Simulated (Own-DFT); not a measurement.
SiC (2H silicon carbide, atoms displaced) (calculated)

A calculation, not a measurement: plane-wave PBE density functional theory by an unreviewed code, no spin, of a simulated periodic cell, stress positive in tension, free energy of the whole cell less one offset for each atom, forces on such cells passed a denser k mesh, this cell's mesh not checked; offsets are fitted by least squares, one for each functional and potential file, so energies compare only between cells with the same atoms and settings and are not formation energies; the far tail of each file's local potential was reset to the Coulomb form; each entry is a single point on an unrelaxed cell, so the pressure reflects the starting lattice, mostly measured values (interpolated for alloys), from which strain is counted, and rises with the displacements; printed positions are rounded, which can move forces by about a meV/angstrom; the program, named Own-DFT, is a retired in-house code; no spin-orbit coupling. Program: Own-DFT development build.

SiC (2H silicon carbide, atoms displaced)

```cif
# cell vector a (Å): 6.1654 0.0000 0.0000
# cell vector b (Å): -3.0827 5.3394 0.0000
# cell vector c (Å): 0.0000 0.0000 10.0681
data_SiC
_symmetry_space_group_name_H-M 'P 1'
_symmetry_Int_Tables_number 1
_cell_length_a 6.1654
_cell_length_b 6.1654
_cell_length_c 10.0681
_cell_angle_alpha 90.000
_cell_angle_beta 90.000
_cell_angle_gamma 120.000
_cell_volume 331.44
loop_
_atom_site_label
_atom_site_type_symbol
_atom_site_fract_x
_atom_site_fract_y
_atom_site_fract_z
_atom_site_occupancy
Si1 Si 0.00398 0.00637 0.99453 1
Si2 Si 0.16376 0.32661 0.25150 1
C1 C 0.00477 0.99779 0.18975 1
C2 C 0.15902 0.31940 0.44041 1
Si3 Si 0.99935 0.99957 0.49951 1
Si4 Si 0.16846 0.33004 0.75003 1
C3 C 0.99915 0.00579 0.68745 1
C4 C 0.16520 0.33468 0.93699 1
Si5 Si 0.99599 0.49352 0.00206 1
Si6 Si 0.17447 0.83858 0.25129 1
C5 C 0.00816 0.50670 0.18472 1
C6 C 0.15574 0.82502 0.43641 1
Si7 Si 0.00407 0.49811 0.50102 1
Si8 Si 0.16402 0.84090 0.75243 1
C7 C 0.99474 0.48702 0.68662 1
C8 C 0.17124 0.83185 0.93634 1
Si9 Si 0.50535 0.00174 0.99838 1
Si10 Si 0.67170 0.32485 0.25587 1
C9 C 0.50466 0.00663 0.18492 1
C10 C 0.66898 0.34775 0.43657 1
Si11 Si 0.50731 0.99597 0.49947 1
Si12 Si 0.65611 0.33028 0.74568 1
C11 C 0.49830 0.99985 0.68274 1
C12 C 0.65807 0.32873 0.93931 1
Si13 Si 0.51084 0.49934 0.99436 1
Si14 Si 0.66569 0.82996 0.24987 1
C13 C 0.49941 0.49916 0.19365 1
C14 C 0.67149 0.83528 0.43967 1
Si15 Si 0.49384 0.49762 0.50059 1
Si16 Si 0.67796 0.83170 0.75321 1
C15 C 0.50019 0.50217 0.69096 1
C16 C 0.66485 0.83219 0.93363 1
```

Settings of this run: functional PBE, potential files PseudoDojo norm-conserving, scalar-relativistic, standard set, wave cutoff 42 hartree, occupations Fermi-Dirac, smearing width 0.1 eV, hardware one NVIDIA H100 and k mesh 5 x 5 x 3 centred on Gamma.

It finds free energy of cell above offsets -4.390 eV; pressure 3.97 GPa; stress xx -2.08 GPa; stress yy -3.59 GPa; stress zz -6.23 GPa; stress yz -0.33 GPa; stress xz 0.72 GPa; stress xy 0.86 GPa; wall time 124.6 s.

Force:
```csv
element,x (eV/Å),y (eV/Å),z (eV/Å)
Si,0.447,-0.865,1.31
Si,0.21,0.711,-0.503
C,-0.797,0.016,-0.89
C,-0.006,1.616,-0.52
Si,0.384,-0.996,0.387
Si,-0.952,0.87,0.202
C,0.834,-0.708,-0.054
C,0.63,0.152,-0.088
Si,0.02,0.793,-0.833
Si,-0.305,-0.646,-0.557
C,-0.14,-0.864,1.29
C,1.567,0.854,0.504
Si,-0.844,-0.222,-0.064
Si,1.251,-1.435,-1.249
C,-0.494,1.447,0.618
C,-0.678,0.035,0.559
Si,-0.674,-0.555,0.088
Si,-0.829,1.947,-1.51
C,0.615,-0.909,0.66
C,1,-1.857,1.08
Si,-1.72,0.867,-0.396
Si,1.633,-0.332,0.442
C,0.177,-0.514,1.368
C,1.615,0.052,-1.2
Si,-2.231,0.243,2.095
Si,0.35,0.185,-0.105
C,0.603,-0.458,-1.182
C,-0.528,-0.591,-0.418
Si,0.287,0.35,-0.017
Si,-2.105,0.554,-1.408
C,-0.122,-0.019,-0.787
C,0.802,0.28,1.179
```
